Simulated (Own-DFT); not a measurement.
Simulation results for Hf₃₂O₆₃ (monoclinic hafnia with one neutral oxygen vacancy, atoms displaced), Hf₃₁SiO₆₄ (monoclinic hafnia with substituted atoms, atoms displaced), Hf₁₆O₃₁ (monoclinic hafnia with two neutral oxygen vacancies, strained, atoms displaced)

Computed with Own-DFT development build. A calculation, not a measurement: plane-wave PBE and HSE06 DFT by an unreviewed code, no spin, of a simulated cell at Gamma alone, so results move with cell size and shape, stress positive in tension, energies less offsets, not probed for a lower state with spin; hafnium file: forces about 75 meV/angstrom off all-electron values; oxygen file: force components 24 meV/angstrom off all-electron in a glass; k mesh not checked against a denser one; forces and stress are PBE's, HSE06 gives the energy alone, and its difference from PBE has offsets of its own; offsets are fitted by least squares, one for each functional and potential file, so energies compare only between cells with the same atoms and settings and are not formation energies; the far tail of each file's local potential was reset to the Coulomb form; each entry is a single point on an unrelaxed cell, so the pressure reflects the starting lattice, mostly measured values, from which strain is counted, and rises with the displacements; printed positions are rounded, which can move forces by about a meV/angstrom; the program is a retired in-house code; no spin-orbit coupling.

Settings shared by all entries: first functional PBE; second functional HSE06; exact exchange share 0.25; screening 0.11 1/bohr; exchange divergence Gygi-Baldereschi; potential files PseudoDojo norm-conserving, scalar-relativistic, made for PBE, standard set; wave cutoff 48 hartree; occupations fixed; k mesh 1 x 1 x 1 centred on Gamma.

(1) Hf₃₂O₆₃ (monoclinic hafnia with one neutral oxygen vacancy, atoms displaced)

```
cell vectors (Å)
  10.2340     0.0000     0.0000
   0.0000    10.3500     0.0000
  -1.6955     0.0000    10.4453
atoms (fractions of the cell vectors)
Hf  0.14316  0.01915  0.10521
Hf  0.35963  0.26885  0.14341
Hf  0.36471  0.48471  0.39742
Hf  0.13478  0.22967  0.35736
O   0.03715  0.16617  0.17542
O   0.46199  0.41684  0.07116
O   0.46478  0.33369  0.32438
O   0.03658  0.08548  0.42365
O   0.22643  0.37228  0.23636
O   0.27471  0.12443  0.26076
O   0.22211  0.37399  0.48675
Hf  0.13850  0.02125  0.60165
Hf  0.36259  0.26716  0.65042
Hf  0.35977  0.48002  0.89748
Hf  0.13503  0.22986  0.84762
O   0.03820  0.16896  0.67380
O   0.46656  0.41589  0.57816
O   0.46449  0.33665  0.82499
O   0.03774  0.07963  0.92505
O   0.22243  0.38219  0.73819
O   0.27589  0.12804  0.51060
O   0.27621  0.11707  0.75537
O   0.22336  0.36973  0.98690
Hf  0.14146  0.52056  0.10208
Hf  0.36504  0.77229  0.14775
Hf  0.36126  0.97855  0.39647
Hf  0.14129  0.73050  0.35595
O   0.03589  0.66813  0.17520
O   0.46533  0.92239  0.08401
O   0.46169  0.83465  0.32787
O   0.04169  0.58643  0.42158
O   0.22565  0.88288  0.24318
O   0.27389  0.62362  0.01172
O   0.27485  0.62311  0.25790
O   0.22096  0.87038  0.48804
Hf  0.13607  0.51851  0.60376
Hf  0.36023  0.76970  0.64892
Hf  0.36049  0.98539  0.89299
Hf  0.13990  0.73070  0.85263
O   0.03813  0.66159  0.67332
O   0.46328  0.91981  0.57501
O   0.46398  0.83738  0.82749
O   0.03208  0.58714  0.92733
O   0.22696  0.87831  0.74252
O   0.27327  0.62745  0.51148
O   0.27743  0.62043  0.75863
O   0.22338  0.87330  0.99419
Hf  0.64361  0.02424  0.10722
Hf  0.86178  0.26912  0.14368
Hf  0.85904  0.48198  0.39679
Hf  0.64171  0.23216  0.35448
O   0.53407  0.16100  0.16879
O   0.96141  0.41987  0.07934
O   0.95755  0.33363  0.32214
O   0.53939  0.08791  0.41669
O   0.72430  0.37959  0.24136
O   0.77419  0.13050  0.00762
O   0.77379  0.12362  0.26012
O   0.72686  0.37343  0.48637
Hf  0.64428  0.02023  0.60763
Hf  0.86670  0.26778  0.64866
Hf  0.85632  0.48066  0.89386
Hf  0.64072  0.22488  0.85156
O   0.53809  0.16205  0.67286
O   0.96469  0.41548  0.57332
O   0.96075  0.33278  0.82961
O   0.53964  0.08573  0.91951
O   0.72467  0.38031  0.73538
O   0.77577  0.13016  0.50796
O   0.78216  0.12373  0.75933
O   0.72704  0.36706  0.98339
Hf  0.64006  0.52173  0.10264
Hf  0.86304  0.76842  0.14316
Hf  0.86285  0.98243  0.39649
Hf  0.63325  0.72771  0.35364
O   0.53489  0.66609  0.17311
O   0.96285  0.91681  0.07547
O   0.95690  0.83557  0.32710
O   0.53771  0.58523  0.42196
O   0.72628  0.88054  0.23963
O   0.78150  0.63098  0.01380
O   0.77622  0.62806  0.26398
O   0.72569  0.86516  0.49163
Hf  0.63807  0.52417  0.60750
Hf  0.85526  0.76958  0.64284
Hf  0.85720  0.98317  0.89730
Hf  0.64260  0.72631  0.85243
O   0.53786  0.66645  0.67148
O   0.96384  0.91638  0.57713
O   0.96604  0.83936  0.82508
O   0.53763  0.58517  0.92564
O   0.72674  0.87877  0.74163
O   0.77195  0.62775  0.51152
O   0.77523  0.62144  0.75893
O   0.72591  0.87397  0.98950
```

| Quantity | Value |
| --- | --- |
| PBE energy of cell above offsets | -94.187 eV |
| HSE06 less PBE above offsets | -0.058 eV |
| PBE pressure | 3.68 GPa |
| PBE stress xx | -3.24 GPa |
| PBE stress yy | -3.58 GPa |
| PBE stress zz | -4.22 GPa |
| PBE stress yz | 0.09 GPa |
| PBE stress xz | 0.27 GPa |
| PBE stress xy | 0.07 GPa |

Force:
| element | x (eV/Å) | y (eV/Å) | z (eV/Å) |
| --- | --- | --- | --- |
| Hf | -0.996 | 0.62 | -0.044 |
| Hf | 0.382 | 0.034 | 0.442 |
| Hf | -0.34 | -1.624 | -0.43 |
| Hf | 0.63 | 0.95 | -1.213 |
| O | -0.474 | -0.035 | -0.369 |
| O | 0.673 | -0.002 | 0.696 |
| O | 0.081 | 0.424 | 0.151 |
| O | -0.524 | -0.404 | 0.315 |
| O | -0.384 | 1.129 | 0.019 |
| O | 0.335 | -0.476 | -0.199 |
| O | 0.271 | -0.384 | 0.262 |
| Hf | -0.248 | -0.876 | 0.054 |
| Hf | 0.631 | 1.184 | -1.046 |
| Hf | 0.451 | -0.271 | -0.475 |
| Hf | -0.142 | -0.108 | 1.945 |
| O | -0.031 | -0.417 | -0.678 |
| O | -0.19 | -0.045 | -0.118 |
| O | 0.336 | -0.52 | 0.027 |
| O | 0.425 | 0.943 | -0.554 |
| O | 0.103 | -0.871 | 0.267 |
| O | 0.006 | 0.14 | 0.185 |
| O | -0.038 | 0.594 | 0.604 |
| O | -0.069 | -0.573 | -0.134 |
| Hf | -1.495 | -0.266 | 0.81 |
| Hf | -0.335 | 0.544 | -0.537 |
| Hf | 0.639 | 1.141 | -0.192 |
| Hf | -1.208 | -0.022 | -0.782 |
| O | 0.337 | -0.217 | -0.207 |
| O | -0.156 | -0.166 | -0.704 |
| O | 0.481 | -0.54 | 0.059 |
| O | -1.336 | -0.737 | 0.076 |
| O | -0.004 | -0.426 | -0.103 |
| O | 0.606 | 0.95 | -0.405 |
| O | 0.353 | -0.221 | 0.511 |
| O | 0.175 | 0.336 | 0.742 |
| Hf | 0.413 | 0.291 | -0.531 |
| Hf | 0.439 | 0.406 | -0.37 |
| Hf | 0.689 | -0.904 | 1.253 |
| Hf | -1.273 | -0.024 | 0.286 |
| O | -1.085 | 0.917 | 0.193 |
| O | 0.239 | -0.398 | 0.493 |
| O | 0.684 | -0.621 | 0.027 |
| O | 0.1 | 0.063 | -0.643 |
| O | -0.378 | 0.191 | -0.44 |
| O | 0.957 | 0.468 | 0.062 |
| O | 0.2 | 0.338 | 0.415 |
| O | 0.582 | -0.293 | -0.601 |
| Hf | -0.808 | -1.044 | 0.029 |
| Hf | 0.872 | 0.71 | 0.329 |
| Hf | 0.873 | -0.138 | -0.621 |
| Hf | -0.927 | 0.128 | -0.35 |
| O | -0.445 | 1.067 | 0.184 |
| O | 0.166 | -0.068 | -0.274 |
| O | 0.665 | 0 | 0.863 |
| O | -0.768 | -1.12 | 0.872 |
| O | -0.255 | 0.603 | -1.051 |
| O | 0.428 | -0.157 | 0.084 |
| O | 0.595 | -0.068 | -0.109 |
| O | -0.32 | -0.152 | 0.466 |
| Hf | -0.943 | -0.007 | -1.636 |
| Hf | -0.827 | 1.244 | -1.141 |
| Hf | 1.417 | -0.441 | 0.821 |
| Hf | -0.522 | 1.262 | 0.049 |
| O | -0.345 | 0.307 | -0.021 |
| O | -0.017 | -0.241 | 0.393 |
| O | 0.433 | -0.114 | -0.067 |
| O | -1.016 | -0.632 | 0.036 |
| O | -0.046 | -0.049 | 0.142 |
| O | 0.274 | -0.098 | 0.86 |
| O | -0.315 | -0.305 | -0.069 |
| O | -0.63 | 0.615 | 0.486 |
| Hf | -0.51 | -0.423 | 0.534 |
| Hf | 0.455 | 1.346 | 1.148 |
| Hf | -0.298 | -1.008 | -0.547 |
| Hf | 1.216 | 1.071 | -0.183 |
| O | 0.043 | -0.253 | -0.22 |
| O | 0.332 | 0.154 | 0.193 |
| O | 1.418 | -0.434 | 0.341 |
| O | -0.768 | -0.512 | 0.265 |
| O | -0.616 | 0.266 | -0.123 |
| O | -0.772 | -0.795 | -0.957 |
| O | -0.178 | -0.819 | -0.274 |
| O | -0.358 | 0.721 | -0.005 |
| Hf | 0.091 | -1.612 | -0.914 |
| Hf | 1.978 | 0.425 | 0.521 |
| Hf | 1.809 | -1.142 | 0.45 |
| Hf | -1.163 | 1.283 | 0.889 |
| O | -0.709 | 0.773 | 0.406 |
| O | 0.191 | 0.164 | 0.141 |
| O | 0.13 | -0.566 | -0.205 |
| O | 0.135 | 0.204 | -0.465 |
| O | -0.49 | 0.135 | -0.326 |
| O | 0.441 | -0.019 | 0.132 |
| O | 0.138 | 0.151 | 0.287 |
| O | -0.567 | -0.637 | -0.48 |

(2) Hf₃₁SiO₆₄ (monoclinic hafnia with substituted atoms, atoms displaced)

```
cell vectors (Å)
  10.2340     0.0000     0.0000
   0.0000    10.3500     0.0000
  -1.6955     0.0000    10.4453
atoms (fractions of the cell vectors)
Si  0.13947  0.02177  0.10512
Hf  0.36229  0.27099  0.14612
Hf  0.36149  0.48461  0.39565
Hf  0.14092  0.22821  0.35422
O   0.03549  0.16660  0.17528
O   0.46216  0.41433  0.07441
O   0.46536  0.33492  0.32641
O   0.03727  0.08270  0.42259
O   0.22634  0.37931  0.23906
O   0.27536  0.13056  0.00776
O   0.28020  0.12436  0.25701
O   0.22396  0.36662  0.48819
Hf  0.13358  0.01820  0.60479
Hf  0.36083  0.26849  0.64958
Hf  0.36081  0.47799  0.88953
Hf  0.13949  0.22693  0.85682
O   0.03687  0.16100  0.67224
O   0.46639  0.41896  0.57711
O   0.46591  0.32903  0.82878
O   0.04179  0.08791  0.91945
O   0.22397  0.38360  0.73977
O   0.27830  0.12978  0.50639
O   0.28116  0.12075  0.76031
O   0.22416  0.37021  0.99019
Hf  0.14171  0.51747  0.10608
Hf  0.36086  0.77172  0.14106
Hf  0.36154  0.97715  0.40018
Hf  0.14093  0.73018  0.36286
O   0.03536  0.66807  0.17684
O   0.46284  0.91769  0.07634
O   0.46377  0.83782  0.32883
O   0.03760  0.58450  0.42886
O   0.22285  0.87553  0.23650
O   0.27397  0.63156  0.01034
O   0.27711  0.62142  0.26086
O   0.22484  0.87071  0.48787
Hf  0.14208  0.52050  0.60497
Hf  0.35991  0.76843  0.64436
Hf  0.36601  0.98009  0.89425
Hf  0.13321  0.73393  0.85948
O   0.04143  0.66642  0.67827
O   0.46979  0.91373  0.57710
O   0.45943  0.83690  0.82527
O   0.04147  0.57900  0.92517
O   0.22205  0.87030  0.74120
O   0.27741  0.62847  0.50825
O   0.27426  0.61863  0.76504
O   0.22174  0.87590  0.99112
Hf  0.64145  0.01514  0.11015
Hf  0.86329  0.26827  0.14446
Hf  0.85910  0.48018  0.39330
Hf  0.64017  0.22613  0.35259
O   0.53638  0.17157  0.17527
O   0.96083  0.41720  0.07816
O   0.96320  0.33582  0.32919
O   0.53863  0.08238  0.41797
O   0.72725  0.38373  0.24021
O   0.77804  0.12400  0.00799
O   0.77583  0.12296  0.25770
O   0.72138  0.37186  0.48579
Hf  0.63487  0.01945  0.60446
Hf  0.86503  0.27152  0.64569
Hf  0.85824  0.47572  0.89224
Hf  0.63665  0.23065  0.84898
O   0.53691  0.15767  0.67510
O   0.96609  0.41814  0.58060
O   0.96332  0.33502  0.82633
O   0.53867  0.08798  0.92104
O   0.72456  0.37534  0.74104
O   0.77311  0.12675  0.50619
O   0.77461  0.11764  0.75849
O   0.72405  0.37118  0.99296
Hf  0.63356  0.51824  0.09718
Hf  0.86306  0.77014  0.14923
Hf  0.86127  0.97830  0.39704
Hf  0.63857  0.73183  0.35132
O   0.53791  0.66592  0.17125
O   0.96369  0.91813  0.07970
O   0.96412  0.83878  0.32703
O   0.53633  0.58658  0.42816
O   0.72501  0.87929  0.23361
O   0.77380  0.62929  0.00622
O   0.77411  0.62237  0.25665
O   0.73004  0.86553  0.49243
Hf  0.63507  0.51926  0.60053
Hf  0.85929  0.77706  0.64640
Hf  0.85992  0.97904  0.89841
Hf  0.63917  0.72614  0.84942
O   0.53846  0.66839  0.67447
O   0.96358  0.91566  0.57703
O   0.95741  0.83637  0.82402
O   0.53842  0.58284  0.92343
O   0.72417  0.88436  0.74225
O   0.78000  0.62547  0.51091
O   0.77252  0.61784  0.76165
O   0.72193  0.87028  0.98670
```

| Item | Value |
| --- | --- |
| PBE energy of cell above offsets | -90.228 eV |
| HSE06 less PBE above offsets | 0.168 eV |
| PBE pressure | 2.76 GPa |
| PBE stress xx | -2.29 GPa |
| PBE stress yy | -2.68 GPa |
| PBE stress zz | -3.32 GPa |
| PBE stress yz | 0.17 GPa |
| PBE stress xz | -0.02 GPa |
| PBE stress xy | -0.09 GPa |

Force:
| element | x (eV/Å) | y (eV/Å) | z (eV/Å) |
| --- | --- | --- | --- |
| Si | -1.318 | 0.037 | -0.958 |
| Hf | 0.199 | -0.186 | 0.064 |
| Hf | 0.615 | -1.593 | -0.449 |
| Hf | -0.329 | 0.123 | -0.251 |
| O | 1.948 | -2.16 | -1.111 |
| O | 0.292 | 0.566 | -0.291 |
| O | -0.139 | 0.426 | 0.421 |
| O | -0.322 | -0.272 | 0.315 |
| O | -0.318 | 0.031 | 0.255 |
| O | -0.698 | -0.944 | 1.136 |
| O | -0.884 | -1.339 | -0.047 |
| O | 0.284 | 0.759 | 0.522 |
| Hf | 0.823 | 0.168 | -0.138 |
| Hf | 0.405 | 0.088 | -1.062 |
| Hf | -0.151 | 0.196 | 1.388 |
| Hf | 0.248 | 0.936 | -0.2 |
| O | -0.395 | 0.665 | 0.254 |
| O | -0.882 | -0.785 | 0.487 |
| O | -0.606 | 0.633 | -0.503 |
| O | -1.123 | -1.93 | 1.955 |
| O | 0.448 | -1.104 | -0.081 |
| O | -0.122 | -0.37 | 0.747 |
| O | -0.384 | 0.036 | -0.291 |
| O | -0.019 | 0.151 | -0.366 |
| Hf | -1.23 | 0.735 | -0.361 |
| Hf | -0.092 | -0.006 | 0.578 |
| Hf | 0.542 | 1.159 | -1.388 |
| Hf | -1.099 | -0.564 | -2.357 |
| O | 0.309 | -0.446 | 0.046 |
| O | 0.539 | 0.128 | 0.152 |
| O | 0.61 | -0.837 | -0.398 |
| O | -0.059 | 0.302 | -0.546 |
| O | -0.455 | 1.945 | -0.657 |
| O | 0.513 | 0 | 0.205 |
| O | 0.003 | 0.309 | 0.216 |
| O | -0.017 | 0.101 | 0.811 |
| Hf | -1.424 | 0.247 | 0.273 |
| Hf | 0.366 | 0.305 | 1.094 |
| Hf | -0.227 | 0.523 | 0.587 |
| Hf | 0.029 | -1.074 | -0.51 |
| O | -0.906 | 0.445 | -0.496 |
| O | -1.076 | -0.599 | -0.071 |
| O | 1.088 | -1.002 | -0.239 |
| O | -0.923 | 0.056 | -0.335 |
| O | -0.082 | 1.094 | -0.722 |
| O | 0.217 | 0.134 | 0.657 |
| O | 0.729 | 0.586 | -0.674 |
| O | -0.608 | 0.989 | 0.746 |
| Hf | -0.697 | 1.936 | -1.935 |
| Hf | -0.486 | 0.668 | 0.064 |
| Hf | 0.164 | 0.092 | 0.25 |
| Hf | -0.444 | 1.14 | -0.12 |
| O | 0.528 | -1.05 | -0.742 |
| O | 0.692 | 0.126 | -0.031 |
| O | 0.866 | -0.791 | -0.148 |
| O | -0.86 | -0.726 | 0.537 |
| O | -0.238 | -0.486 | -0.29 |
| O | -0.088 | 0.579 | 0.553 |
| O | 0.216 | -0.705 | 0.336 |
| O | 0.262 | -0.098 | 0.587 |
| Hf | 1.289 | 0.382 | -0.302 |
| Hf | -0.278 | -0.123 | -0.307 |
| Hf | 0.693 | 0.816 | 1.258 |
| Hf | 1.02 | -0.878 | 1.333 |
| O | -1.353 | 1.286 | -0.39 |
| O | -0.047 | -0.317 | -0.09 |
| O | 0.653 | -0.744 | -0.145 |
| O | -0.775 | -0.893 | 0.512 |
| O | -0.131 | 0.232 | -0.65 |
| O | 0.534 | 0.194 | 0.65 |
| O | 0.558 | 0.494 | -0.028 |
| O | -0.088 | -0.529 | -0.868 |
| Hf | 0.809 | 0.031 | 1.225 |
| Hf | 0.738 | -0.874 | -0.923 |
| Hf | 0.359 | 0.846 | -0.38 |
| Hf | -0.291 | -1.007 | 0.187 |
| O | -0.841 | 0.625 | 0.213 |
| O | 2.195 | 1.412 | 0.017 |
| O | 0.42 | -0.604 | 0.438 |
| O | -0.145 | 0.521 | -0.89 |
| O | -0.407 | -0.334 | 1.439 |
| O | 0.316 | 0.129 | 0.271 |
| O | 0.171 | 0.292 | 0.523 |
| O | -0.598 | 0.425 | -0.668 |
| Hf | 1.148 | 0.117 | 0.465 |
| Hf | 0.512 | -2.023 | 0.112 |
| Hf | -0.066 | 0.874 | 0.019 |
| Hf | -0.152 | 0.613 | 1.184 |
| O | -0.846 | 0.029 | -0.568 |
| O | 0.461 | 0.234 | -0.004 |
| O | 0.931 | -0.434 | 0.499 |
| O | -1.026 | -0.17 | -1.037 |
| O | -0.282 | -0.836 | -0.479 |
| O | -0.279 | 0.507 | 0.026 |
| O | 0.435 | 0.239 | -0.523 |
| O | 0.128 | 0.125 | 0.412 |

(3) Hf₁₆O₃₁ (monoclinic hafnia with two neutral oxygen vacancies, strained, atoms displaced)

```
cell vectors (Å)
  10.3884     0.1290    -0.1988
   0.1305    10.2007     0.1635
  -1.9240     0.1437    10.3473
atoms (fractions of the cell vectors)
Hf  0.13162  0.01708  0.10187
Hf  0.36428  0.27331  0.14459
Hf  0.35992  0.47972  0.39125
Hf  0.13570  0.23435  0.34926
O   0.03498  0.16437  0.17232
O   0.46525  0.41621  0.07571
O   0.46134  0.33206  0.32624
O   0.03586  0.08540  0.42220
O   0.22184  0.37686  0.23662
O   0.27836  0.12602  0.00812
O   0.27602  0.11880  0.26041
O   0.22057  0.37200  0.49102
Hf  0.13808  0.00959  0.60700
Hf  0.36671  0.27845  0.64180
Hf  0.36004  0.47864  0.89292
Hf  0.14690  0.22184  0.85670
O   0.03566  0.16660  0.67398
O   0.46219  0.41157  0.57474
O   0.46271  0.33893  0.82466
O   0.04573  0.08549  0.92641
O   0.22830  0.37813  0.74319
O   0.27286  0.13069  0.50277
O   0.27277  0.11519  0.76431
O   0.22630  0.37231  0.98806
Hf  0.14021  0.51755  0.10531
Hf  0.35882  0.76769  0.14360
Hf  0.36886  0.97960  0.40573
Hf  0.13132  0.73433  0.35622
O   0.03648  0.66136  0.17045
O   0.46671  0.91844  0.08159
O   0.46170  0.83317  0.32375
O   0.03863  0.58366  0.42564
O   0.22407  0.87554  0.23867
O   0.27861  0.62807  0.01229
O   0.27846  0.61776  0.26441
O   0.22116  0.86758  0.48609
Hf  0.13335  0.52464  0.60347
Hf  0.36028  0.77053  0.64251
Hf  0.36205  0.97953  0.89724
Hf  0.13935  0.73205  0.85456
O   0.03637  0.66888  0.67303
O   0.45944  0.91684  0.57198
O   0.46237  0.83604  0.82673
O   0.03473  0.58722  0.91629
O   0.22267  0.88294  0.73710
O   0.27302  0.62632  0.50689
O   0.28259  0.62225  0.75764
O   0.22809  0.87105  0.99010
Hf  0.63822  0.02645  0.10815
Hf  0.86008  0.26989  0.15161
Hf  0.86282  0.48083  0.39774
Hf  0.63433  0.23365  0.35529
O   0.53965  0.16305  0.17744
O   0.96419  0.41866  0.08085
O   0.95984  0.33700  0.32610
O   0.53347  0.08013  0.42559
O   0.72879  0.37831  0.24322
O   0.77909  0.13019  0.00967
O   0.77420  0.12364  0.25553
O   0.72441  0.36974  0.48154
Hf  0.64275  0.02027  0.60502
Hf  0.86321  0.26683  0.64733
Hf  0.86067  0.48420  0.89475
Hf  0.64052  0.23313  0.85262
O   0.53137  0.15934  0.67136
O   0.95994  0.41490  0.57927
O   0.96236  0.33133  0.82386
O   0.54017  0.07813  0.92307
O   0.72703  0.37640  0.74613
O   0.77298  0.13396  0.51041
O   0.77523  0.11805  0.76063
O   0.72528  0.37368  0.98731
Hf  0.63991  0.51710  0.09965
Hf  0.86589  0.76887  0.14036
Hf  0.86263  0.97688  0.39561
Hf  0.63501  0.72973  0.35564
O   0.53443  0.66446  0.17412
O   0.96375  0.91615  0.08018
O   0.96260  0.83173  0.32918
O   0.54311  0.58286  0.42962
O   0.77290  0.62984  0.00661
O   0.77673  0.62156  0.25744
Hf  0.63763  0.51843  0.60437
Hf  0.86351  0.76597  0.64290
Hf  0.86411  0.98211  0.89239
Hf  0.63633  0.73339  0.85613
O   0.53319  0.67018  0.67287
O   0.96343  0.91423  0.57913
O   0.96459  0.82832  0.82168
O   0.53547  0.58312  0.92745
O   0.72442  0.88532  0.74179
O   0.77436  0.63051  0.50677
O   0.77263  0.62769  0.75738
O   0.72790  0.87215  0.98858
```

| Quantity | Value |
| --- | --- |
| PBE energy of cell above offsets | -88.422 eV |
| HSE06 less PBE above offsets | 0.164 eV |
| PBE pressure | 8.84 GPa |
| PBE stress xx | -5.23 GPa |
| PBE stress yy | -10.1 GPa |
| PBE stress zz | -11.2 GPa |
| PBE stress yz | 4.1 GPa |
| PBE stress xz | -4.19 GPa |
| PBE stress xy | 3.45 GPa |

Force:
| element | x (eV/Å) | y (eV/Å) | z (eV/Å) |
| --- | --- | --- | --- |
| Hf | 1.683 | 0.68 | 2.13 |
| Hf | -0.807 | -1.644 | -0.164 |
| Hf | -0.276 | -0.212 | 1.229 |
| Hf | 0.602 | -1.772 | 0.978 |
| O | -0.616 | 0.347 | -0.105 |
| O | 0.434 | -0.362 | 0.596 |
| O | 0.12 | 0.427 | 0.168 |
| O | -0.729 | -0.378 | -0.245 |
| O | 0.383 | -0.288 | 0.569 |
| O | 0.506 | 0.305 | 0.95 |
| O | 0.051 | 0.788 | -0.684 |
| O | 0.297 | 0.629 | -0.602 |
| Hf | -0.832 | 4.001 | -2.326 |
| Hf | -2.411 | -2.363 | 0.548 |
| Hf | -0.006 | 0.206 | 0.604 |
| Hf | -0.712 | 2.099 | -1.174 |
| O | 0.152 | -0.93 | -0.224 |
| O | 1.961 | 1.506 | -0.125 |
| O | 1.438 | -0.802 | 0.058 |
| O | -2.255 | -1.148 | -1.271 |
| O | -0.468 | 0.096 | -0.612 |
| O | 0.234 | -0.153 | 1.274 |
| O | 0.446 | 0.881 | -1.098 |
| O | -0.159 | -0.015 | 0.218 |
| Hf | -0.828 | 0.74 | -1.252 |
| Hf | 0.6 | 0.917 | 0.967 |
| Hf | -1.832 | 0.731 | -3.775 |
| Hf | 1.902 | -0.765 | -1.099 |
| O | -0.008 | 0.415 | 0.386 |
| O | 0.242 | -0.344 | 0.22 |
| O | 0.739 | -0.223 | 0.761 |
| O | -1.2 | -0.115 | -0.737 |
| O | -0.494 | -0.637 | 0.1 |
| O | -0.496 | -0.473 | -0.392 |
| O | -0.15 | 0.807 | -1.171 |
| O | -0.181 | 0.679 | 0.897 |
| Hf | 0.854 | -1.284 | 0.579 |
| Hf | -0.1 | -0.677 | 0.475 |
| Hf | 1.139 | -0.229 | 0.936 |
| Hf | 0.435 | -0.523 | 0.098 |
| O | 0.42 | -0.311 | -0.399 |
| O | 1.513 | -0.826 | 2.934 |
| O | 0.235 | -0.337 | -0.246 |
| O | -0.167 | -0.516 | 0.416 |
| O | 0.438 | -2.504 | 1.46 |
| O | 0.343 | 0.074 | 0.631 |
| O | -0.764 | 0.627 | -0.138 |
| O | -0.564 | 0.057 | -0.628 |
| Hf | 0.432 | -1.625 | -0.803 |
| Hf | 0.494 | 0.013 | -1.268 |
| Hf | -0.206 | -0.188 | -0.526 |
| Hf | 0.898 | -1.126 | -0.097 |
| O | -1.407 | 1.179 | -0.206 |
| O | 0.294 | 0.162 | -0.289 |
| O | 1.062 | -0.206 | 0.461 |
| O | 0.941 | 0.955 | -0.532 |
| O | -1.002 | -0.141 | -0.372 |
| O | -0.056 | -0.103 | -0.253 |
| O | 0.142 | -0.635 | 0.884 |
| O | -0.439 | 1.092 | 1.418 |
| Hf | -0.698 | 0.656 | -0.576 |
| Hf | 0.685 | 0.428 | 0.265 |
| Hf | 1.356 | -1.208 | 0.475 |
| Hf | -0.52 | -1.038 | 0.443 |
| O | 0.333 | 0.463 | 0.424 |
| O | 0.825 | 0.767 | 0.139 |
| O | 0.393 | 0.395 | 1.007 |
| O | -0.186 | 0.883 | -0.532 |
| O | -0.604 | 0.254 | -1.03 |
| O | -0.192 | -1.492 | -0.09 |
| O | 0.066 | 1.209 | -0.54 |
| O | -0.3 | 0.014 | 0.388 |
| Hf | -0.354 | 1.052 | 1.044 |
| Hf | -1.544 | -0.129 | 0.615 |
| Hf | 0.241 | 0.774 | -0.307 |
| Hf | 0.521 | 0.317 | -1.453 |
| O | 0.288 | -0.325 | 0.091 |
| O | 0.559 | 0.328 | -0.451 |
| O | -0.643 | 0.255 | -0.183 |
| O | -1.648 | -0.486 | -1.001 |
| O | 0.353 | -0.347 | 0.14 |
| O | -0.098 | 0.682 | -0.112 |
| Hf | -0.059 | 0.82 | 0.434 |
| Hf | -1.056 | 0.528 | 0.115 |
| Hf | -0.015 | -1.008 | 1.034 |
| Hf | -0.158 | -0.006 | -0.318 |
| O | 0.432 | -0.858 | -0.35 |
| O | 0 | 0.086 | 0.017 |
| O | -0.268 | 1.379 | 1.098 |
| O | -0.245 | 0.601 | -1.366 |
| O | 0.117 | -1.337 | -0.154 |
| O | 0.078 | 0.096 | 0.702 |
| O | 0.023 | -0.485 | -0.142 |
| O | 0.054 | 0.175 | 0.04 |
